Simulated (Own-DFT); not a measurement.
GaN (wurtzite, atoms displaced) (calculated)

Computed with Own-DFT development build. A calculation, not a measurement: plane-wave PBE density functional theory by an unreviewed code, no spin, of a simulated periodic cell, stress positive in tension, free energy of the whole cell less one offset for each atom, forces on such cells passed a denser k mesh, this cell's mesh not checked; offsets are fitted by least squares, one for each functional and potential file, so energies compare only between cells with the same atoms and settings and are not formation energies; the far tail of each file's local potential was reset to the Coulomb form; each entry is a single point on an unrelaxed cell, so the pressure reflects the starting lattice, mostly measured values (interpolated for alloys), from which strain is counted, and rises with the displacements; printed positions are rounded, which can move forces by about a meV/angstrom; the program, named Own-DFT, is a retired in-house code; no spin-orbit coupling.

Common to all runs: functional PBE; potential files PseudoDojo norm-conserving, scalar-relativistic, standard set; wave cutoff 42 hartree; occupations Fermi-Dirac; smearing width 0.1 eV; hardware one NVIDIA H200; k mesh 3 x 4 x 3 centred on Gamma.

```json
{"entry": 1, "formula": "GaN", "kind": "wurtzite, atoms displaced", "structure": {"cell_angstrom": [[12.756, 0.0, 0.0], [-4.7835, 8.2853, 0.0], [0.0, 0.0, 10.37]], "atoms_fractional": [["Ga", 0.08717, 0.22845, 0.00902], ["Ga", 0.16658, 0.10676, 0.25476], ["N", 0.07756, 0.21986, 0.1826], ["N", 0.16226, 0.11589, 0.43442], ["Ga", 0.09331, 0.23422, 0.50244], ["Ga", 0.16385, 0.10042, 0.7605], ["N", 0.08154, 0.23303, 0.68387], ["N", 0.17134, 0.1097, 0.94993], ["Ga", 0.08495, 0.5563, 0.00763], ["Ga", 0.16818, 0.43599, 0.25163], ["N", 0.08893, 0.55341, 0.19085], ["N", 0.16685, 0.44667, 0.44314], ["Ga", 0.08326, 0.55553, 0.50445], ["Ga", 0.16556, 0.44935, 0.74311], ["N", 0.07693, 0.54715, 0.68402], ["N", 0.16876, 0.44262, 0.93309], ["Ga", 0.07298, 0.88016, 0.0034], ["Ga", 0.16867, 0.78088, 0.25288], ["N", 0.07448, 0.88353, 0.19642], ["N", 0.17156, 0.77543, 0.4353], ["Ga", 0.08651, 0.88113, 0.50501], ["Ga", 0.16698, 0.78908, 0.75962], ["N", 0.08085, 0.89359, 0.68114], ["N", 0.17143, 0.78226, 0.94406], ["Ga", 0.3236, 0.22471, 0.00096], ["Ga", 0.4118, 0.11083, 0.25209], ["N", 0.33282, 0.22039, 0.19116], ["N", 0.41898, 0.09932, 0.43884], ["Ga", 0.33923, 0.22394, 0.50123], ["Ga", 0.41746, 0.11376, 0.75541], ["N", 0.327, 0.22492, 0.69049], ["N", 0.425, 0.11051, 0.93507], ["Ga", 0.33791, 0.55915, 0.99496], ["Ga", 0.41951, 0.44398, 0.24405], ["N", 0.33235, 0.56208, 0.18713], ["N", 0.41955, 0.44661, 0.43837], ["Ga", 0.32872, 0.54029, 0.49861], ["Ga", 0.41289, 0.44811, 0.74503], ["N", 0.33637, 0.55705, 0.68767], ["N", 0.41652, 0.44389, 0.93234], ["Ga", 0.33915, 0.89355, 0.99618], ["Ga", 0.41438, 0.78315, 0.24716], ["N", 0.33665, 0.89761, 0.19379], ["N", 0.42472, 0.78393, 0.44176], ["Ga", 0.34044, 0.89101, 0.50076], ["Ga", 0.40531, 0.76301, 0.75573], ["N", 0.33414, 0.88734, 0.68518], ["N", 0.41447, 0.77548, 0.9458], ["Ga", 0.57294, 0.21495, 0.99834], ["Ga", 0.66541, 0.10988, 0.23699], ["N", 0.59454, 0.22679, 0.18312], ["N", 0.67386, 0.12545, 0.43634], ["Ga", 0.58794, 0.21792, 0.50445], ["Ga", 0.6684, 0.10945, 0.75148], ["N", 0.58878, 0.23201, 0.69066], ["N", 0.66904, 0.10995, 0.93202], ["Ga", 0.57626, 0.54734, 0.00221], ["Ga", 0.67119, 0.45365, 0.25473], ["N", 0.58054, 0.54525, 0.18988], ["N", 0.6687, 0.43251, 0.43975], ["Ga", 0.57345, 0.53702, 0.4963], ["Ga", 0.66955, 0.44968, 0.74422], ["N", 0.59146, 0.56595, 0.68676], ["N", 0.66783, 0.45111, 0.94006], ["Ga", 0.58348, 0.88822, 0.99139], ["Ga", 0.66533, 0.77528, 0.24544], ["N", 0.57789, 0.89174, 0.19122], ["N", 0.66781, 0.78663, 0.4425], ["Ga", 0.57231, 0.87971, 0.49061], ["Ga", 0.66902, 0.7859, 0.74647], ["N", 0.58186, 0.88296, 0.69957], ["N", 0.66156, 0.76905, 0.93589], ["Ga", 0.83388, 0.22831, 0.00257], ["Ga", 0.92131, 0.11332, 0.2563], ["N", 0.82296, 0.22289, 0.18368], ["N", 0.91939, 0.1181, 0.43837], ["Ga", 0.83829, 0.2246, 0.50117], ["Ga", 0.91114, 0.10826, 0.7498], ["N", 0.84045, 0.22528, 0.6846], ["N", 0.92786, 0.11989, 0.93253], ["Ga", 0.84059, 0.55847, 0.00453], ["Ga", 0.91981, 0.44423, 0.25267], ["N", 0.83978, 0.5614, 0.18753], ["N", 0.91544, 0.44334, 0.43496], ["Ga", 0.82722, 0.55201, 0.50345], ["Ga", 0.91815, 0.45378, 0.7517], ["N", 0.83517, 0.55339, 0.68324], ["N", 0.91436, 0.4522, 0.93689], ["Ga", 0.82847, 0.88714, 0.00852], ["Ga", 0.91924, 0.78749, 0.25226], ["N", 0.83008, 0.88022, 0.19101], ["N", 0.91558, 0.77472, 0.43409], ["Ga", 0.83181, 0.889, 0.50527], ["Ga", 0.91906, 0.78667, 0.73957], ["N", 0.83272, 0.8862, 0.69029], ["N", 0.90949, 0.77779, 0.93729]]}, "results": {"free_energy_of_cell_above_offsets [eV]": "26.102", "pressure [GPa]": 7.99, "stress_xx [GPa]": -8.65, "stress_yy [GPa]": -6.51, "stress_zz [GPa]": -8.83, "stress_yz [GPa]": -0.27, "stress_xz [GPa]": -0.62, "stress_xy [GPa]": -0.73, "force_element": ["Ga", "Ga", "N", "N", "Ga", "Ga", "N", "N", "Ga", "Ga", "N", "N", "Ga", "Ga", "N", "N", "Ga", "Ga", "N", "N", "Ga", "Ga", "N", "N", "Ga", "Ga", "N", "N", "Ga", "Ga", "N", "N", "Ga", "Ga", "N", "N", "Ga", "Ga", "N", "N", "Ga", "Ga", "N", "N", "Ga", "Ga", "N", "N", "Ga", "Ga", "N", "N", "Ga", "Ga", "N", "N", "Ga", "Ga", "N", "N", "Ga", "Ga", "N", "N", "Ga", "Ga", "N", "N", "Ga", "Ga", "N", "N", "Ga", "Ga", "N", "N", "Ga", "Ga", "N", "N", "Ga", "Ga", "N", "N", "Ga", "Ga", "N", "N", "Ga", "Ga", "N", "N", "Ga", "Ga", "N", "N"], "force_x [eV/angstrom]": [-0.318, -0.642, 1.337, 1.97, -1.391, -1.308, 1.202, -2.449, 0.279, -0.433, -0.473, 0.276, -0.797, 0.239, 0.243, -0.231, 0.432, -0.172, 2.409, -0.227, -0.844, 0.693, 1.091, -0.884, 3.431, 2.219, -0.725, -1.016, -0.617, 0.416, 1.091, -3.643, -0.893, -1.373, 1.014, -1.128, 0.019, 2.166, -1.329, -0.529, -0.653, 0.496, -0.818, -4.002, -0.575, 1.103, -0.715, 0.098, 3.606, -0.357, -3.047, 0.51, -0.367, 0.032, -0.431, -0.352, 1.383, 1.592, -0.239, -1.99, 2.48, -0.219, -1.179, 0.454, 0.403, -0.941, 1.326, 0.482, 4.298, 0.381, -1.891, 0.167, 0.472, -1.935, 3.263, 1.097, -0.927, 1.229, -1.57, -1.308, -2.635, -0.705, -0.297, 0.458, 1.445, 0.284, -0.463, 2.096, -0.034, -0.605, -0.698, -0.014, 0.227, -0.297, -0.283, 1.057], "force_y [eV/angstrom]": [-0.284, 0.108, 0.017, -0.698, -1.802, 2.213, -1.712, -1.688, -0.456, 0.941, 0.225, 0.49, 0.023, -0.707, 2.327, 0.808, 0.454, -0.523, 1.212, 0.328, 0.639, -1.294, -0.297, -0.183, 0.921, 0.941, 0.384, 2.432, -1.254, 0.321, -0.628, -0.959, -1.041, 0.226, -1.051, -1.557, 2.403, -0.205, -0.628, -0.469, -0.026, -0.388, -0.825, -3.429, -1.444, 2.413, 0.203, 0.358, 2.853, -0.064, 0.451, -2.144, -0.334, 0.329, -1.469, 0.275, 0.548, -1.477, 1.336, 1.1, 2.863, 0.431, -1.364, -0.895, 0.234, 0.281, -1.216, -1.734, 3.503, -1.287, 0.72, 0.682, -0.449, -0.572, 0.555, -0.663, 0.008, 0.829, 0.2, -0.899, 0.066, 0.046, 0.104, 0.731, 0.461, -1.548, 1.274, -0.571, 0.549, -2.302, 1.571, 0.36, 0.332, -1.853, 0.942, 0.372], "force_z [eV/angstrom]": [-2.986, -0.886, 2.394, 1.15, 0.224, -0.8, 1.14, -1.428, -1.207, 0.117, 0.328, -1.251, -1.346, 1.052, 1.278, 0.526, 0.512, -0.667, -1.41, 1.139, -2.684, -1.416, 2.011, -0.016, 0.555, 0.009, -0.578, 0.05, -0.198, -1.728, -0.101, 0.103, 0.832, 0.709, 0.079, -1.105, 0.161, 0.464, -0.832, 0.657, 1.404, 0.825, -1.413, -1.75, 0.091, -0.313, 1.387, -1.135, 0.734, 2.473, 0.323, -0.403, -0.154, -1.271, -0.039, 1.376, -0.817, -0.927, -0.138, -0.317, 1.147, 1.725, -0.582, -0.391, 0.8, 1.232, -1.332, -1.059, 2.367, 0.649, -1.47, 0.829, -1.242, -0.689, 0.461, 0.33, -0.444, -0.13, 0.931, 1.525, -0.233, -0.478, 0.91, 0.906, -1.409, -0.157, 0.9, 0.1, -1.732, 0.487, 0.039, 1.848, -1.247, 1.684, -0.417, -0.642], "wall_time [s]": 1154.0}}
{"entry": 2, "formula": "GaN", "kind": "wurtzite, atoms displaced", "structure": {"cell_angstrom": [[12.756, 0.0, 0.0], [-4.7835, 8.2853, 0.0], [0.0, 0.0, 10.37]], "atoms_fractional": [["Ga", 0.08492, 0.2205, 0.99638], ["Ga", 0.1667, 0.12033, 0.25893], ["N", 0.08309, 0.21382, 0.18218], ["N", 0.17086, 0.11, 0.44509], ["Ga", 0.08986, 0.2248, 0.49804], ["Ga", 0.16537, 0.11216, 0.75271], ["N", 0.09043, 0.22538, 0.68214], ["N", 0.16884, 0.11286, 0.94266], ["Ga", 0.08654, 0.56343, 0.9986], ["Ga", 0.167, 0.44779, 0.2471], ["N", 0.08326, 0.55304, 0.18952], ["N", 0.16552, 0.44866, 0.43817], ["Ga", 0.0789, 0.54994, 0.50729], ["Ga", 0.16617, 0.44159, 0.75581], ["N", 0.0842, 0.56897, 0.69334], ["N", 0.16584, 0.44433, 0.94306], ["Ga", 0.08334, 0.88232, 0.99654], ["Ga", 0.17074, 0.77525, 0.24745], ["N", 0.08171, 0.89067, 0.19634], ["N", 0.15526, 0.77014, 0.43503], ["Ga", 0.08364, 0.87918, 0.4988], ["Ga", 0.16683, 0.77908, 0.73958], ["N", 0.08277, 0.88174, 0.68995], ["N", 0.16152, 0.77232, 0.94215], ["Ga", 0.33418, 0.22189, 0.9952], ["Ga", 0.41859, 0.12176, 0.248], ["N", 0.33272, 0.22385, 0.18253], ["N", 0.4169, 0.11046, 0.43531], ["Ga", 0.32839, 0.22172, 0.50242], ["Ga", 0.41401, 0.10747, 0.75116], ["N", 0.32983, 0.22247, 0.69277], ["N", 0.41349, 0.10435, 0.93967], ["Ga", 0.33278, 0.55079, 0.00502], ["Ga", 0.41167, 0.44224, 0.24659], ["N", 0.33043, 0.5559, 0.18074], ["N", 0.41633, 0.4382, 0.43026], ["Ga", 0.32785, 0.55585, 0.49922], ["Ga", 0.41645, 0.43321, 0.75147], ["N", 0.3348, 0.55843, 0.69092], ["N", 0.40761, 0.42925, 0.94346], ["Ga", 0.3294, 0.88649, 0.99699], ["Ga", 0.41465, 0.77316, 0.24645], ["N", 0.33839, 0.89735, 0.18408], ["N", 0.41579, 0.77198, 0.44005], ["Ga", 0.33193, 0.88324, 0.50355], ["Ga", 0.42147, 0.78535, 0.74447], ["N", 0.33942, 0.89094, 0.69218], ["N", 0.41395, 0.77541, 0.93152], ["Ga", 0.57918, 0.2085, 0.99822], ["Ga", 0.67116, 0.12128, 0.24984], ["N", 0.58559, 0.2093, 0.18746], ["N", 0.67035, 0.12748, 0.44178], ["Ga", 0.58582, 0.22528, 0.50449], ["Ga", 0.66703, 0.10895, 0.75105], ["N", 0.58082, 0.22463, 0.68001], ["N", 0.6668, 0.1131, 0.94338], ["Ga", 0.58334, 0.55335, 0.00584], ["Ga", 0.66688, 0.44759, 0.24091], ["N", 0.57269, 0.55178, 0.18953], ["N", 0.66405, 0.45152, 0.44432], ["Ga", 0.58769, 0.55822, 0.50106], ["Ga", 0.66801, 0.44289, 0.75846], ["N", 0.58508, 0.55731, 0.68388], ["N", 0.6689, 0.44581, 0.93727], ["Ga", 0.58103, 0.88629, 0.99863], ["Ga", 0.66899, 0.77399, 0.25293], ["N", 0.58377, 0.89776, 0.17491], ["N", 0.66778, 0.78561, 0.44174], ["Ga", 0.58505, 0.90038, 0.49669], ["Ga", 0.65865, 0.77224, 0.75402], ["N", 0.59188, 0.89722, 0.68623], ["N", 0.66758, 0.7823, 0.94007], ["Ga", 0.8344, 0.21212, 0.00109], ["Ga", 0.9177, 0.10842, 0.24781], ["N", 0.83502, 0.22265, 0.18863], ["N", 0.91185, 0.10603, 0.43938], ["Ga", 0.82772, 0.2179, 0.50399], ["Ga", 0.91394, 0.11044, 0.74997], ["N", 0.84218, 0.23304, 0.69248], ["N", 0.92258, 0.11823, 0.92959], ["Ga", 0.83955, 0.56031, 0.00121], ["Ga", 0.91547, 0.44918, 0.25305], ["N", 0.8255, 0.54849, 0.19302], ["N", 0.90837, 0.43695, 0.43625], ["Ga", 0.83836, 0.55216, 0.49613], ["Ga", 0.91402, 0.43549, 0.75198], ["N", 0.83372, 0.55837, 0.69272], ["N", 0.9174, 0.44271, 0.93534], ["Ga", 0.82769, 0.89189, 0.99119], ["Ga", 0.92403, 0.7836, 0.24826], ["N", 0.8248, 0.87403, 0.19588], ["N", 0.90972, 0.76645, 0.44443], ["Ga", 0.82926, 0.88039, 0.49979], ["Ga", 0.91025, 0.76735, 0.73971], ["N", 0.84313, 0.89353, 0.6876], ["N", 0.91748, 0.78356, 0.94176]]}, "results": {"free_energy_of_cell_above_offsets [eV]": "24.401", "pressure [GPa]": 7.45, "stress_xx [GPa]": -7.44, "stress_yy [GPa]": -7.54, "stress_zz [GPa]": -7.37, "stress_yz [GPa]": -0.5, "stress_xz [GPa]": 0.23, "stress_xy [GPa]": 0.83, "force_element": ["Ga", "Ga", "N", "N", "Ga", "Ga", "N", "N", "Ga", "Ga", "N", "N", "Ga", "Ga", "N", "N", "Ga", "Ga", "N", "N", "Ga", "Ga", "N", "N", "Ga", "Ga", "N", "N", "Ga", "Ga", "N", "N", "Ga", "Ga", "N", "N", "Ga", "Ga", "N", "N", "Ga", "Ga", "N", "N", "Ga", "Ga", "N", "N", "Ga", "Ga", "N", "N", "Ga", "Ga", "N", "N", "Ga", "Ga", "N", "N", "Ga", "Ga", "N", "N", "Ga", "Ga", "N", "N", "Ga", "Ga", "N", "N", "Ga", "Ga", "N", "N", "Ga", "Ga", "N", "N", "Ga", "Ga", "N", "N", "Ga", "Ga", "N", "N", "Ga", "Ga", "N", "N", "Ga", "Ga", "N", "N"], "force_x [eV/angstrom]": [0.073, 1.419, -0.961, -1.415, -1.42, -0.048, -1.236, -0.116, -0.243, -0.138, -0.706, -0.098, -0.475, 0.067, 0.808, 0.05, -1.133, -0.629, 1.723, 2.658, -2.034, 0.642, -0.745, 0.883, -0.019, 0.461, -0.353, -0.259, 2.192, 0.171, 0.835, 0.112, -0.247, -0.264, 0.113, -0.847, 1.754, -0.638, 0.23, 1.022, 0.55, 0.319, -0.345, -0.212, -0.49, 0.773, -1.368, 0.331, -0.535, 1.312, -2.633, 0.121, -1.717, -0.301, 0.564, 1.115, -0.384, -1.391, 1.571, 1.941, -1.765, -0.29, -0.273, -0.341, -0.782, -2.259, 0.582, -0.799, 0.366, 1.425, -0.674, -0.777, -0.812, -0.505, 0.513, 0.803, 1.606, 1.407, -0.965, -0.301, -0.39, 0.596, 1.674, 1.822, -2.284, -0.377, 0.407, 0.049, 2.061, -1.585, 1.38, 0.873, 0.518, 0.921, -1.984, -0.249], "force_y [eV/angstrom]": [0.205, -1.246, 1.206, -0.819, -0.541, -0.988, 0.045, -0.993, -2.186, -1.012, 0.304, -0.606, 0.106, 0.828, -3.097, -0.001, 1.353, 0.836, 0.514, -0.526, 1.077, 1.039, 1.369, 1.307, -1.808, -0.842, -0.239, -0.33, 0.567, 0.922, -1.145, 0.601, 0.53, -0.386, -0.091, 0.816, -0.733, 2.105, -0.344, 3.049, -0.568, 1.472, -0.895, 0.988, 0.773, -1.349, -0.078, -0.152, 1.493, -1.718, 2.473, -1.885, 0.889, 1.382, -0.399, -0.735, -0.173, -1.45, 0.532, -1.052, 0.312, 0.228, -0.488, -0.495, 0.138, 0.085, -1.01, -0.705, -0.564, 0.349, -0.532, -1.337, 1.675, -0.415, 0.187, 0.577, 0.385, 0.093, -2.681, -0.988, -0.41, -0.76, 1.566, -0.104, -0.342, 3.184, -2.562, -0.16, 0.106, -1.393, 1.951, 1.581, 1.024, 1.98, -0.395, -0.471], "force_z [eV/angstrom]": [0.293, -1.0, 0.898, -0.783, -0.033, 0.034, 1.077, -0.92, 0.407, 0.137, -0.355, -0.52, -0.737, -0.546, -0.674, -0.301, 1.042, 0.019, -1.098, 0.236, 0.627, 2.04, -0.43, -1.446, 1.184, 0.297, 0.586, 0.849, 0.046, -0.235, -0.653, -0.658, -2.544, 0.349, 2.081, 1.346, 0.682, 0.145, -0.316, -1.179, 0.25, -0.046, 0.58, -0.652, -1.136, 0.706, -0.937, 0.649, 0.654, 0.469, -0.679, -0.926, -1.898, 0.321, 3.126, -1.593, -0.986, 1.793, -0.179, -1.648, -0.504, -1.959, 1.617, 1.669, -0.9, 0.113, 3.296, -0.467, -0.069, -0.843, -0.184, -0.525, 0.124, 0.622, -0.087, -0.047, -0.205, -1.484, -1.124, 1.435, -0.161, -0.769, -1.066, 0.625, 1.218, 0.54, -1.022, 1.22, 1.4, 0.946, -1.796, -1.032, 0.249, 1.815, 0.203, -0.662], "wall_time [s]": 1089.0}}
{"entry": 3, "formula": "GaN", "kind": "wurtzite, atoms displaced", "structure": {"cell_angstrom": [[12.756, 0.0, 0.0], [-4.7835, 8.2853, 0.0], [0.0, 0.0, 10.37]], "atoms_fractional": [["Ga", 0.08307, 0.22522, 0.99581], ["Ga", 0.16876, 0.11038, 0.24212], ["N", 0.08412, 0.21761, 0.18566], ["N", 0.17486, 0.11875, 0.43301], ["Ga", 0.08385, 0.21862, 0.50369], ["Ga", 0.15614, 0.10964, 0.74655], ["N", 0.07845, 0.22084, 0.6814], ["N", 0.1555, 0.09802, 0.94406], ["Ga", 0.09038, 0.55965, 0.00416], ["Ga", 0.17274, 0.45236, 0.2535], ["N", 0.084, 0.55778, 0.18464], ["N", 0.16114, 0.44131, 0.43936], ["Ga", 0.0839, 0.55321, 0.50119], ["Ga", 0.16453, 0.44354, 0.74957], ["N", 0.08645, 0.5527, 0.69358], ["N", 0.16346, 0.43763, 0.93751], ["Ga", 0.07993, 0.8913, 0.99388], ["Ga", 0.173, 0.78023, 0.25118], ["N", 0.07789, 0.88805, 0.18843], ["N", 0.16785, 0.78418, 0.43958], ["Ga", 0.08563, 0.89694, 0.50101], ["Ga", 0.16223, 0.76959, 0.75125], ["N", 0.08303, 0.89747, 0.69315], ["N", 0.16237, 0.77186, 0.93682], ["Ga", 0.32899, 0.21331, 0.00827], ["Ga", 0.41253, 0.1088, 0.25334], ["N", 0.33165, 0.21614, 0.19305], ["N", 0.41387, 0.10959, 0.43525], ["Ga", 0.33693, 0.219, 0.4954], ["Ga", 0.41428, 0.11444, 0.755], ["N", 0.33067, 0.22216, 0.68996], ["N", 0.41511, 0.11232, 0.94114], ["Ga", 0.33367, 0.55518, 0.99977], ["Ga", 0.42123, 0.44912, 0.2568], ["N", 0.33542, 0.55961, 0.18842], ["N", 0.41255, 0.43683, 0.44244], ["Ga", 0.32883, 0.55941, 0.50037], ["Ga", 0.42148, 0.44552, 0.75224], ["N", 0.32956, 0.55188, 0.68717], ["N", 0.41516, 0.44729, 0.93891], ["Ga", 0.33082, 0.8829, 0.00106], ["Ga", 0.41839, 0.78094, 0.25189], ["N", 0.34055, 0.90051, 0.18657], ["N", 0.42333, 0.78826, 0.43321], ["Ga", 0.32667, 0.88882, 0.4977], ["Ga", 0.41536, 0.78126, 0.75555], ["N", 0.33499, 0.88394, 0.68714], ["N", 0.41796, 0.78283, 0.94393], ["Ga", 0.56978, 0.20883, 0.99789], ["Ga", 0.66586, 0.11589, 0.25626], ["N", 0.58628, 0.21882, 0.18895], ["N", 0.67266, 0.11344, 0.4402], ["Ga", 0.58521, 0.23125, 0.49546], ["Ga", 0.65958, 0.09933, 0.74966], ["N", 0.59001, 0.2257, 0.6957], ["N", 0.67164, 0.11554, 0.93921], ["Ga", 0.57988, 0.55462, 0.99729], ["Ga", 0.66517, 0.44595, 0.25067], ["N", 0.57584, 0.55288, 0.19068], ["N", 0.67183, 0.45573, 0.43401], ["Ga", 0.59241, 0.55338, 0.51161], ["Ga", 0.65888, 0.43863, 0.74822], ["N", 0.57941, 0.55722, 0.69132], ["N", 0.66506, 0.44479, 0.93608], ["Ga", 0.58586, 0.89677, 0.00789], ["Ga", 0.67089, 0.7771, 0.25446], ["N", 0.57795, 0.8898, 0.19121], ["N", 0.67054, 0.78255, 0.43518], ["Ga", 0.58656, 0.88766, 0.51064], ["Ga", 0.66681, 0.77021, 0.75676], ["N", 0.58153, 0.8871, 0.68824], ["N", 0.66025, 0.77099, 0.94367], ["Ga", 0.82347, 0.21961, 0.00575], ["Ga", 0.91521, 0.10776, 0.24948], ["N", 0.82862, 0.20968, 0.17744], ["N", 0.91138, 0.11787, 0.44125], ["Ga", 0.82976, 0.22209, 0.50865], ["Ga", 0.91175, 0.10945, 0.7411], ["N", 0.82591, 0.21516, 0.69006], ["N", 0.90622, 0.11029, 0.9288], ["Ga", 0.8278, 0.54109, 0.99457], ["Ga", 0.91673, 0.44627, 0.25078], ["N", 0.82564, 0.54639, 0.18559], ["N", 0.91254, 0.4398, 0.44031], ["Ga", 0.83231, 0.56349, 0.5004], ["Ga", 0.91599, 0.4423, 0.74976], ["N", 0.83591, 0.5567, 0.68937], ["N", 0.92051, 0.44917, 0.94409], ["Ga", 0.82971, 0.87687, 0.0011], ["Ga", 0.9142, 0.7724, 0.261], ["N", 0.82619, 0.88517, 0.18774], ["N", 0.91499, 0.77068, 0.43877], ["Ga", 0.83408, 0.88967, 0.50248], ["Ga", 0.92145, 0.7828, 0.75287], ["N", 0.83572, 0.90187, 0.68998], ["N", 0.9176, 0.78144, 0.94272]]}, "results": {"free_energy_of_cell_above_offsets [eV]": "24.075", "pressure [GPa]": 7.38, "stress_xx [GPa]": -6.83, "stress_yy [GPa]": -6.69, "stress_zz [GPa]": -8.6, "stress_yz [GPa]": -0.21, "stress_xz [GPa]": 0.19, "stress_xy [GPa]": -0.28, "force_element": ["Ga", "Ga", "N", "N", "Ga", "Ga", "N", "N", "Ga", "Ga", "N", "N", "Ga", "Ga", "N", "N", "Ga", "Ga", "N", "N", "Ga", "Ga", "N", "N", "Ga", "Ga", "N", "N", "Ga", "Ga", "N", "N", "Ga", "Ga", "N", "N", "Ga", "Ga", "N", "N", "Ga", "Ga", "N", "N", "Ga", "Ga", "N", "N", "Ga", "Ga", "N", "N", "Ga", "Ga", "N", "N", "Ga", "Ga", "N", "N", "Ga", "Ga", "N", "N", "Ga", "Ga", "N", "N", "Ga", "Ga", "N", "N", "Ga", "Ga", "N", "N", "Ga", "Ga", "N", "N", "Ga", "Ga", "N", "N", "Ga", "Ga", "N", "N", "Ga", "Ga", "N", "N", "Ga", "Ga", "N", "N"], "force_x [eV/angstrom]": [-1.378, -1.078, -0.677, -1.247, -0.41, 1.443, 0.055, 1.033, -1.011, -0.57, 0.403, 0.735, -1.133, 1.064, -1.504, 0.516, 0.692, -1.285, 0.958, -0.656, -0.059, 0.353, 1.062, 0.354, -0.887, 1.306, 0.274, 1.323, -1.08, 0.235, 0.074, -1.315, -0.376, -1.314, 0.071, 0.532, 1.118, -2.432, 0.561, 0.239, -0.744, -0.083, -0.607, -0.752, 2.166, 0.635, -1.499, 0.346, 2.686, 1.196, -1.884, -1.82, 0.727, 0.708, -1.69, -2.761, 0.338, -0.423, 1.665, -0.045, -2.599, 1.495, 1.469, -0.708, 0.24, -2.026, 1.578, -0.035, -0.429, -0.354, 0.37, 0.139, 2.468, 0.01, -0.003, 1.894, 0.253, -0.073, -0.096, 1.25, -0.194, -0.038, 0.668, 0.128, 1.632, -0.027, -0.946, 0.411, -0.885, -0.155, 1.765, -0.018, -0.233, -1.292, 0.363, -0.171], "force_y [eV/angstrom]": [-1.699, -0.463, 1.018, -1.009, 0.085, 1.386, 0.433, 3.106, -1.051, -1.383, 0.101, 0.31, 0.223, -0.587, 0.085, 1.417, -2.226, 0.293, -0.68, -1.208, -0.072, 1.283, -1.621, 1.115, 0.867, 0.965, 1.4, 0.139, 0.62, -0.61, -0.174, -1.336, 0.102, -0.843, -0.303, 1.674, 0.016, -0.829, 0.595, -1.27, 0.543, -0.038, -1.831, -0.851, 0.246, -1.133, 1.017, -0.491, 1.93, -1.02, 0.72, -0.259, -1.22, 1.261, -1.027, -1.281, -0.647, -0.514, 0.564, -1.254, 0.972, 1.167, -0.061, -0.829, -0.431, -0.22, 0.322, -0.988, 0.253, 1.756, -1.168, 0.899, 1.042, 0.438, 1.172, -0.988, 0.588, 1.718, 1.073, -0.294, 1.585, -0.979, 0.97, 1.109, -1.759, -0.481, 0.372, -0.739, 1.849, 0.134, 0.061, 2.203, 0.658, -0.593, -3.656, -1.74], "force_z [eV/angstrom]": [0.614, 0.813, 0.339, 0.485, -2.131, 1.275, 1.478, -1.592, -0.889, -0.747, 1.622, -0.076, 0.068, 0.315, -1.211, -0.214, 1.933, -0.692, 0.079, -0.089, -0.214, -0.187, -1.192, 0.234, -0.936, -0.64, -0.528, 0.846, 1.29, -0.989, -0.123, -0.553, 0.16, -0.013, 0.163, 0.257, -0.145, -0.143, 0.618, 0.076, -0.12, -0.517, 0.102, 1.574, 0.731, -0.351, 0.175, -0.589, 0.932, -0.573, -0.046, 0.489, 0.627, 0.887, -1.626, -0.88, 1.182, -1.284, -0.644, 0.851, -2.038, 0.956, -0.019, 0.098, -0.283, -0.897, 0.275, 1.872, -2.359, 0.003, 1.41, -0.545, -2.308, -0.068, 3.673, -0.421, -0.759, 1.932, 0.297, 1.081, 0.726, -0.406, 0.365, -0.003, 0.833, 0.804, -0.039, -0.992, -0.155, -2.938, 0.302, 1.157, -0.352, 0.249, -0.651, -1.072], "wall_time [s]": 1187.0}}
```
